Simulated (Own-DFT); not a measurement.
Si₂SnGe₅ (diamond-structure random alloy, strained, atoms displaced), SiSnGe₆ (diamond-structure random alloy, strained, atoms displaced) (calculated)

All values are calculated (Own-DFT development build). A calculation, not a measurement: plane-wave density functional theory by an unreviewed code, no spin, of a simulated periodic cell, stress positive in tension, run twice, with PBE and with PBEsol, both on files made for PBE, so the change isn't that of files made for PBEsol, forces on such cells moved up to 12 meV/angstrom on a denser k mesh; the far tail of each file's local potential was reset to the Coulomb form; each entry is a single point on an unrelaxed cell, so the pressure reflects the starting lattice, mostly measured values (interpolated for alloys), from which strain is counted, and rises with the displacements; printed positions are rounded, which can move forces by about a meV/angstrom; the program, named Own-DFT, is a retired in-house code; no spin-orbit coupling; stress was not checked against mesh or cutoff.

Common to all runs: functional PBE, then PBEsol; potential files PseudoDojo norm-conserving, scalar-relativistic, standard set; wave cutoff 49 hartree; occupations Fermi-Dirac; smearing width 0.1 eV; k mesh 3 x 3 x 3 centred on Gamma.

```json
{"entry": 1, "formula": "Si2SnGe5", "kind": "diamond-structure random alloy, strained, atoms displaced", "structure": {"cell_angstrom": [[11.2961, 0.0, 0.0], [0.0, 11.2961, 0.0], [0.0, 0.0, 11.4103]], "atoms_fractional": [["Ge", 0.00113, 0.99535, 0.00257], ["Ge", 0.99312, 0.24625, 0.24631], ["Ge", 0.24848, 0.99975, 0.24705], ["Sn", 0.25073, 0.24841, 0.00788], ["Ge", 0.11931, 0.13281, 0.12533], ["Sn", 0.12083, 0.37401, 0.37567], ["Si", 0.37901, 0.12607, 0.37158], ["Ge", 0.37798, 0.37801, 0.12299], ["Ge", 0.00269, 0.00348, 0.49651], ["Ge", 0.99959, 0.25199, 0.75148], ["Ge", 0.2461, 0.00198, 0.73929], ["Ge", 0.24871, 0.24914, 0.49983], ["Ge", 0.12332, 0.12497, 0.62686], ["Ge", 0.13203, 0.36889, 0.87844], ["Ge", 0.38234, 0.12189, 0.87877], ["Ge", 0.37169, 0.38224, 0.62411], ["Ge", 0.0113, 0.51285, 0.00366], ["Si", 0.99864, 0.74239, 0.25666], ["Ge", 0.24937, 0.50123, 0.24417], ["Ge", 0.24785, 0.75213, 0.00036], ["Ge", 0.12244, 0.62395, 0.12258], ["Ge", 0.12578, 0.87682, 0.38197], ["Sn", 0.37895, 0.62452, 0.37602], ["Si", 0.37781, 0.87341, 0.12825], ["Si", 0.00366, 0.50332, 0.50509], ["Si", 0.99564, 0.75612, 0.75139], ["Si", 0.24603, 0.50264, 0.74329], ["Sn", 0.24973, 0.74152, 0.50525], ["Ge", 0.12144, 0.62442, 0.6356], ["Ge", 0.12477, 0.86985, 0.87722], ["Ge", 0.38134, 0.6212, 0.87707], ["Sn", 0.37572, 0.87796, 0.61948], ["Sn", 0.49236, 0.00488, 0.99791], ["Si", 0.49402, 0.2548, 0.25384], ["Si", 0.74987, 0.00096, 0.24687], ["Ge", 0.75573, 0.24608, 0.99788], ["Ge", 0.6214, 0.1276, 0.12728], ["Ge", 0.62829, 0.37037, 0.36652], ["Ge", 0.86949, 0.12411, 0.37549], ["Ge", 0.88263, 0.37347, 0.1273], ["Ge", 0.50578, 0.99874, 0.5027], ["Ge", 0.49237, 0.25306, 0.75252], ["Si", 0.75401, 0.99325, 0.74661], ["Ge", 0.74975, 0.24204, 0.501], ["Ge", 0.61905, 0.12227, 0.62773], ["Si", 0.63002, 0.37621, 0.86998], ["Ge", 0.88106, 0.12538, 0.87528], ["Ge", 0.87285, 0.37551, 0.62637], ["Ge", 0.49578, 0.49091, 0.99503], ["Ge", 0.49778, 0.74163, 0.25271], ["Si", 0.75862, 0.49817, 0.24151], ["Ge", 0.74562, 0.75178, 0.00122], ["Ge", 0.62096, 0.62937, 0.12593], ["Sn", 0.62995, 0.87223, 0.37737], ["Si", 0.87833, 0.62788, 0.3738], ["Sn", 0.86915, 0.88607, 0.12595], ["Si", 0.50224, 0.50236, 0.50203], ["Ge", 0.50084, 0.75776, 0.74224], ["Si", 0.74959, 0.50005, 0.74833], ["Ge", 0.74953, 0.75359, 0.49378], ["Ge", 0.62442, 0.62476, 0.6264], ["Ge", 0.62174, 0.87855, 0.8652], ["Si", 0.87736, 0.6287, 0.87884], ["Si", 0.87946, 0.87189, 0.62463]]}, "results": {"PBE_pressure [GPa]": 6.49, "PBE_stress_xx [GPa]": -6.81, "PBE_stress_yy [GPa]": -6.63, "PBE_stress_zz [GPa]": -6.04, "PBE_stress_yz [GPa]": 0.55, "PBE_stress_xz [GPa]": 0.16, "PBE_stress_xy [GPa]": 0.53, "PBEsol_pressure [GPa]": 3.77, "PBEsol_stress_xx [GPa]": -4.08, "PBEsol_stress_yy [GPa]": -3.9, "PBEsol_stress_zz [GPa]": -3.32, "PBEsol_stress_yz [GPa]": 0.54, "PBEsol_stress_xz [GPa]": 0.16, "PBEsol_stress_xy [GPa]": 0.51, "force_element": ["Ge", "Ge", "Ge", "Sn", "Ge", "Sn", "Si", "Ge", "Ge", "Ge", "Ge", "Ge", "Ge", "Ge", "Ge", "Ge", "Ge", "Si", "Ge", "Ge", "Ge", "Ge", "Sn", "Si", "Si", "Si", "Si", "Sn", "Ge", "Ge", "Ge", "Sn", "Sn", "Si", "Si", "Ge", "Ge", "Ge", "Ge", "Ge", "Ge", "Ge", "Si", "Ge", "Ge", "Si", "Ge", "Ge", "Ge", "Ge", "Si", "Ge", "Ge", "Sn", "Si", "Sn", "Si", "Ge", "Si", "Ge", "Ge", "Ge", "Si", "Si"], "PBE_force_x [eV/angstrom]": [1.508, -0.428, 0.335, 1.103, -0.854, -0.115, -0.282, 0.607, -0.795, 0.151, -0.304, 1.443, -0.363, -1.191, -3.083, 0.116, -1.774, 0.602, 0.072, 1.028, 1.058, -0.664, 0.078, -1.124, -1.63, -0.164, 0.573, -2.854, -1.554, -0.085, -1.081, 0.349, 2.24, 0.296, -1.331, -0.658, 0.83, 0.122, 0.197, -0.539, -0.393, 0.878, 0.219, -0.543, 0.89, -0.046, -0.481, 0.128, 1.717, 0.747, -0.56, -0.524, 0.543, -1.146, -0.279, 0.978, 1.324, 0.83, 0.329, 2.637, 0.413, 1.273, -0.424, -0.346], "PBE_force_y [eV/angstrom]": [1.582, -0.572, 0.166, -0.39, -2.377, 0.296, -0.19, 0.328, -0.314, 0.203, 0.456, -1.086, 0.722, 2.278, 1.868, -0.133, -2.102, 0.786, -0.175, -0.408, 1.763, -0.144, -2.571, -0.909, 0.892, -0.729, -0.486, 0.244, -0.433, 0.792, 0.623, 1.209, -2.561, -0.429, 2.495, 0.827, 0.993, 0.857, -0.544, 0.83, 2.315, 0.431, 0.637, 0.827, 0.241, -0.33, -1.018, 0.331, 0.51, 2.048, 0.664, -0.583, -1.458, 1.372, -1.147, -2.55, -1.605, -1.933, 0.406, -2.491, -0.078, -0.598, -0.136, 0.486], "PBE_force_z [eV/angstrom]": [-1.458, 0.651, 0.317, -0.837, 1.03, -0.421, 0.429, 1.654, 0.661, -0.035, 2.574, 0.56, -0.484, -1.671, -3.544, -0.292, -1.797, -0.167, -0.861, 0.484, 1.665, -1.64, -0.78, 0.573, 0.429, 0.402, 1.574, -0.08, 0.519, -0.905, -1.095, 1.01, 1.842, -0.45, 1.257, 0.125, 1.113, 0.739, -0.569, -1.321, -1.333, -0.091, -0.085, 0.255, 0.694, 0.179, -0.496, -0.415, 0.056, -2.204, 0.91, -1.416, -0.526, -2.086, 0.421, 0.501, 0.427, 1.699, 0.756, 2.537, -0.312, 0.223, -0.572, -0.324], "PBEsol_force_x [eV/angstrom]": [1.456, -0.413, 0.269, 1.064, -0.833, -0.064, -0.324, 0.553, -0.733, 0.145, -0.296, 1.365, -0.343, -1.178, -2.989, 0.109, -1.673, 0.647, 0.071, 0.957, 1.054, -0.624, 0.038, -1.108, -1.561, -0.072, 0.566, -2.776, -1.469, -0.053, -1.027, 0.354, 2.216, 0.332, -1.309, -0.599, 0.808, 0.148, 0.224, -0.483, -0.352, 0.817, 0.168, -0.52, 0.833, -0.093, -0.436, 0.135, 1.607, 0.759, -0.574, -0.545, 0.5, -1.149, -0.332, 0.978, 1.296, 0.821, 0.329, 2.491, 0.385, 1.193, -0.415, -0.346], "PBEsol_force_y [eV/angstrom]": [1.548, -0.546, 0.166, -0.369, -2.309, 0.243, -0.237, 0.358, -0.282, 0.181, 0.446, -1.024, 0.695, 2.184, 1.829, -0.193, -2.061, 0.817, -0.171, -0.424, 1.659, -0.101, -2.455, -0.891, 0.844, -0.715, -0.479, 0.253, -0.388, 0.794, 0.616, 1.175, -2.442, -0.37, 2.457, 0.765, 0.962, 0.806, -0.49, 0.754, 2.216, 0.378, 0.661, 0.793, 0.246, -0.368, -0.951, 0.25, 0.53, 1.953, 0.613, -0.535, -1.372, 1.286, -1.106, -2.496, -1.574, -1.867, 0.408, -2.407, 0.001, -0.617, -0.137, 0.487], "PBEsol_force_z [eV/angstrom]": [-1.42, 0.613, 0.318, -0.817, 1.006, -0.45, 0.465, 1.566, 0.61, -0.026, 2.488, 0.574, -0.471, -1.594, -3.441, -0.281, -1.689, -0.213, -0.848, 0.437, 1.569, -1.561, -0.81, 0.566, 0.455, 0.407, 1.539, -0.078, 0.462, -0.832, -1.031, 0.994, 1.737, -0.49, 1.235, 0.147, 1.019, 0.75, -0.515, -1.295, -1.256, -0.111, -0.042, 0.235, 0.629, 0.218, -0.444, -0.4, 0.085, -2.115, 0.855, -1.339, -0.524, -1.968, 0.466, 0.389, 0.425, 1.651, 0.663, 2.454, -0.303, 0.238, -0.483, -0.413], "rms_change_of_force_components_from_PBE_to_PBEsol [eV/angstrom]": 0.054}}
{"entry": 2, "formula": "SiSnGe6", "kind": "diamond-structure random alloy, strained, atoms displaced", "structure": {"cell_angstrom": [[11.2663, 0.0, 0.0], [0.0, 11.2663, 0.0], [0.0, 0.0, 11.467]], "atoms_fractional": [["Si", 0.99603, 0.00041, 0.99264], ["Ge", 0.00025, 0.25268, 0.25729], ["Ge", 0.24727, 0.999, 0.24645], ["Sn", 0.25343, 0.25838, 0.99878], ["Ge", 0.12635, 0.12181, 0.11699], ["Ge", 0.12876, 0.37944, 0.37888], ["Ge", 0.37705, 0.13125, 0.37488], ["Sn", 0.37365, 0.37985, 0.12609], ["Ge", 0.00825, 0.99728, 0.50433], ["Ge", 0.00222, 0.24514, 0.75957], ["Ge", 0.25662, 0.99887, 0.7485], ["Ge", 0.25448, 0.25012, 0.49963], ["Ge", 0.12671, 0.12575, 0.61586], ["Ge", 0.12268, 0.37601, 0.87569], ["Ge", 0.37846, 0.13219, 0.87607], ["Ge", 0.37057, 0.38, 0.62601], ["Si", 0.99596, 0.50423, 0.00446], ["Ge", 0.00133, 0.74915, 0.25498], ["Ge", 0.24605, 0.50286, 0.24682], ["Ge", 0.25214, 0.7417, 0.00617], ["Ge", 0.13005, 0.6293, 0.12883], ["Sn", 0.12727, 0.8676, 0.37248], ["Ge", 0.37827, 0.6198, 0.37348], ["Ge", 0.38414, 0.88459, 0.1262], ["Ge", 0.00338, 0.49964, 0.49191], ["Ge", 0.00494, 0.74803, 0.74959], ["Ge", 0.25171, 0.49621, 0.75232], ["Ge", 0.25835, 0.74651, 0.50362], ["Ge", 0.13114, 0.62206, 0.62688], ["Ge", 0.1351, 0.87298, 0.87423], ["Si", 0.37839, 0.62748, 0.86974], ["Ge", 0.37073, 0.8828, 0.62364], ["Ge", 0.51207, 0.99471, 0.9971], ["Ge", 0.50223, 0.24946, 0.25379], ["Si", 0.75215, 0.00509, 0.25735], ["Sn", 0.74667, 0.25696, 0.00359], ["Ge", 0.62177, 0.1208, 0.13356], ["Ge", 0.61787, 0.37005, 0.38038], ["Ge", 0.87258, 0.12899, 0.36896], ["Ge", 0.8684, 0.36791, 0.12615], ["Si", 0.50154, 0.99641, 0.50164], ["Sn", 0.50531, 0.24663, 0.7525], ["Ge", 0.74947, 0.99972, 0.75717], ["Ge", 0.74745, 0.2493, 0.49411], ["Ge", 0.63204, 0.12365, 0.6186], ["Sn", 0.62686, 0.37204, 0.87031], ["Ge", 0.88215, 0.12515, 0.87113], ["Ge", 0.8774, 0.37814, 0.62491], ["Ge", 0.49716, 0.49912, 0.00449], ["Ge", 0.50311, 0.75418, 0.24952], ["Ge", 0.75374, 0.50645, 0.25409], ["Sn", 0.74295, 0.75386, 0.00185], ["Ge", 0.62192, 0.62644, 0.12812], ["Ge", 0.61956, 0.87709, 0.37517], ["Si", 0.87864, 0.62334, 0.37062], ["Ge", 0.87898, 0.87425, 0.12841], ["Sn", 0.49915, 0.49478, 0.50424], ["Ge", 0.50182, 0.74356, 0.75116], ["Ge", 0.75048, 0.50363, 0.74696], ["Ge", 0.74107, 0.75413, 0.49633], ["Si", 0.62391, 0.62638, 0.62693], ["Ge", 0.6336, 0.87787, 0.88186], ["Ge", 0.88135, 0.62272, 0.86893], ["Si", 0.87291, 0.86958, 0.62069]]}, "results": {"PBE_pressure [GPa]": 8.08, "PBE_stress_xx [GPa]": -8.45, "PBE_stress_yy [GPa]": -8.36, "PBE_stress_zz [GPa]": -7.45, "PBE_stress_yz [GPa]": 0.0, "PBE_stress_xz [GPa]": -0.24, "PBE_stress_xy [GPa]": -1.01, "PBEsol_pressure [GPa]": 5.1, "PBEsol_stress_xx [GPa]": -5.47, "PBEsol_stress_yy [GPa]": -5.38, "PBEsol_stress_zz [GPa]": -4.46, "PBEsol_stress_yz [GPa]": 0.0, "PBEsol_stress_xz [GPa]": -0.26, "PBEsol_stress_xy [GPa]": -0.97, "force_element": ["Si", "Ge", "Ge", "Sn", "Ge", "Ge", "Ge", "Sn", "Ge", "Ge", "Ge", "Ge", "Ge", "Ge", "Ge", "Ge", "Si", "Ge", "Ge", "Ge", "Ge", "Sn", "Ge", "Ge", "Ge", "Ge", "Ge", "Ge", "Ge", "Ge", "Si", "Ge", "Ge", "Ge", "Si", "Sn", "Ge", "Ge", "Ge", "Ge", "Si", "Sn", "Ge", "Ge", "Ge", "Sn", "Ge", "Ge", "Ge", "Ge", "Ge", "Sn", "Ge", "Ge", "Si", "Ge", "Sn", "Ge", "Ge", "Ge", "Si", "Ge", "Ge", "Si"], "PBE_force_x [eV/angstrom]": [0.902, 0.641, 1.162, -1.948, -1.471, 0.234, 0.04, 1.75, -2.271, 0.593, -0.716, -0.241, 0.251, -1.325, -0.198, -1.228, 0.319, -1.587, -0.516, 1.266, -1.636, 0.947, -0.726, -0.639, -0.496, -0.123, -0.181, 0.371, -0.356, -0.848, -0.477, 1.481, -1.363, 0.18, -0.257, 1.011, 0.271, 1.997, 0.547, 2.665, -0.285, -2.038, 0.872, 0.946, 0.009, 0.082, -0.845, 0.008, 0.862, -0.701, -0.64, 2.466, -0.568, 0.495, -0.439, 0.282, 0.439, 0.08, 0.758, 1.061, 1.018, -2.09, -0.007, 0.212], "PBE_force_y [eV/angstrom]": [-0.647, -0.078, 1.283, -2.282, -0.441, -0.682, -1.421, 0.566, 0.352, 0.856, 1.153, 0.491, 0.253, 1.587, -3.109, -1.593, -0.514, -1.451, 0.713, 1.164, -0.64, 0.658, 1.383, -0.926, 0.718, 0.573, 0.707, -0.726, 0.018, 0.123, -0.774, -1.105, 1.371, -0.363, -0.944, -3.923, -0.635, -0.23, -0.646, 2.742, 0.805, -1.478, -0.142, 0.274, -1.287, 4.578, -0.89, -0.62, 2.38, -0.392, -0.949, -1.869, -1.084, 0.774, 0.574, 1.44, 1.329, 1.369, 0.91, -0.935, 0.615, 0.725, -0.165, 0.451], "PBE_force_z [eV/angstrom]": [0.611, -1.119, -0.526, -1.252, 0.846, -0.628, 0.206, 2.598, -0.039, -2.052, 0.543, 0.048, 1.57, -0.308, 0.435, 0.904, 0.05, -1.696, 1.706, -0.928, -0.406, 1.233, -0.926, -0.344, 1.034, -0.604, 0.45, 0.328, -0.343, 0.494, 1.085, -0.157, 0.359, 0.054, -0.7, 0.734, 0.2, -1.633, 1.202, 2.035, -0.138, -3.76, -1.559, 0.531, -0.311, 0.576, 0.778, -0.206, -1.555, 0.135, -0.135, 0.709, 0.741, -0.229, 0.876, 0.547, 0.196, -0.241, -0.969, 0.369, 0.288, -2.934, 0.514, 0.715], "PBEsol_force_x [eV/angstrom]": [0.883, 0.599, 1.135, -1.898, -1.388, 0.215, 0.019, 1.711, -2.155, 0.568, -0.688, -0.234, 0.247, -1.247, -0.185, -1.197, 0.311, -1.496, -0.497, 1.189, -1.542, 0.918, -0.714, -0.609, -0.435, -0.089, -0.204, 0.352, -0.336, -0.801, -0.466, 1.386, -1.318, 0.172, -0.257, 0.992, 0.227, 1.934, 0.56, 2.558, -0.279, -1.992, 0.822, 0.904, 0.035, 0.084, -0.847, -0.003, 0.86, -0.67, -0.659, 2.388, -0.557, 0.484, -0.424, 0.269, 0.375, 0.079, 0.774, 0.992, 1.0, -2.028, -0.035, 0.208], "PBEsol_force_y [eV/angstrom]": [-0.631, -0.076, 1.245, -2.229, -0.403, -0.653, -1.333, 0.564, 0.373, 0.83, 1.099, 0.479, 0.234, 1.5, -3.013, -1.544, -0.505, -1.375, 0.7, 1.15, -0.593, 0.645, 1.346, -0.904, 0.652, 0.513, 0.649, -0.705, 0.02, 0.094, -0.759, -1.098, 1.322, -0.356, -0.925, -3.811, -0.58, -0.245, -0.563, 2.64, 0.788, -1.438, -0.109, 0.26, -1.207, 4.457, -0.826, -0.594, 2.286, -0.378, -0.958, -1.804, -1.044, 0.675, 0.561, 1.34, 1.24, 1.38, 0.847, -0.875, 0.607, 0.729, -0.133, 0.443], "PBEsol_force_z [eV/angstrom]": [0.598, -1.078, -0.521, -1.229, 0.852, -0.609, 0.175, 2.519, -0.056, -1.975, 0.518, 0.045, 1.51, -0.334, 0.411, 0.872, 0.049, -1.684, 1.659, -0.867, -0.362, 1.194, -0.893, -0.327, 1.03, -0.554, 0.389, 0.323, -0.33, 0.445, 1.066, -0.121, 0.367, 0.07, -0.685, 0.725, 0.156, -1.579, 1.193, 2.001, -0.136, -3.652, -1.472, 0.512, -0.272, 0.568, 0.71, -0.2, -1.47, 0.127, -0.178, 0.695, 0.716, -0.228, 0.852, 0.531, 0.147, -0.233, -0.905, 0.318, 0.286, -2.828, 0.452, 0.697], "rms_change_of_force_components_from_PBE_to_PBEsol [eV/angstrom]": 0.047}}
```
